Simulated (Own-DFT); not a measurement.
# Which defects push the lattice out? grey tin

Source: density functional calculations with Own-DFT, an unreviewed in-house program that is no longer used. Nothing was measured or relaxed, and spin and spin-orbit coupling are left out.

All runs used: PBE; PseudoDojo norm-conserving scalar-relativistic files; cutoff 42 hartree; 3 x 3 x 3 k mesh centred on Gamma; cold (Marzari-Vanderbilt) smearing of 0.2 eV.

Caveats (not all hold for every row): not probed for a lower state with spin; forces on such cells moved up to 12 meV/angstrom on a denser k mesh; stress not checked against mesh or cutoff.

All runs share one cell, with vectors in Å (12.978, 0.000, 0.000); (0.000, 12.978, 0.000); (0.000, 0.000, 12.978) and a volume of 2185.9 Å³. u is the rms random offset of the atoms per axis. The defect's site can differ from row to row.

| cell | formula | u (Å) | P (GPa) |
|---|---|---|---|
| no defect | Sn64 | 0.0191 | 3.38 |
| no defect | Sn64 | 0.0494 | 3.62 |
| no defect | Sn64 | 0.0501 | 3.60 |
| one Sn vacancy | Sn63 | 0.0299 | 3.26 |
| one Sn vacancy | Sn63 | 0.0480 | 3.37 |
| one Sn vacancy | Sn63 | 0.0541 | 3.56 |
| two Sn vacancies | Sn62 | 0.0284 | ? |
| two Sn vacancies | Sn62 | 0.0309 | 3.11 |
| two Sn vacancies | Sn62 | 0.0464 | 3.30 |
| two Sn vacancies | Sn62 | 0.0500 | 3.26 |

## Analysis

P = P0 + c u² + a shift for each defect gives P0 = 3.32 GPa, c = 119 ± 18 GPa/Å² and a scatter of 0.04 GPa. The shifts, and each times the cell's volume:

- one Sn vacancy: -0.17 ± 0.04 GPa, -2.4 eV
- two Sn vacancies: -0.32 ± 0.04 GPa, -4.4 eV (-2.2 eV for each of its 2 sites)

Against the defect-free cell, a freed cell would be larger where the shift is positive and smaller where it is negative (160.2 GPa Å³ is 1 eV). The atoms around the defects weren't relaxed, which would change these numbers.

## Test on the hidden row

Q: what pressure belongs in the blank (two Sn vacancies, u = 0.0284 Å)?

The fitted form gives 3.10 ± 0.06 GPa. The hidden result is 3.07 GPa.
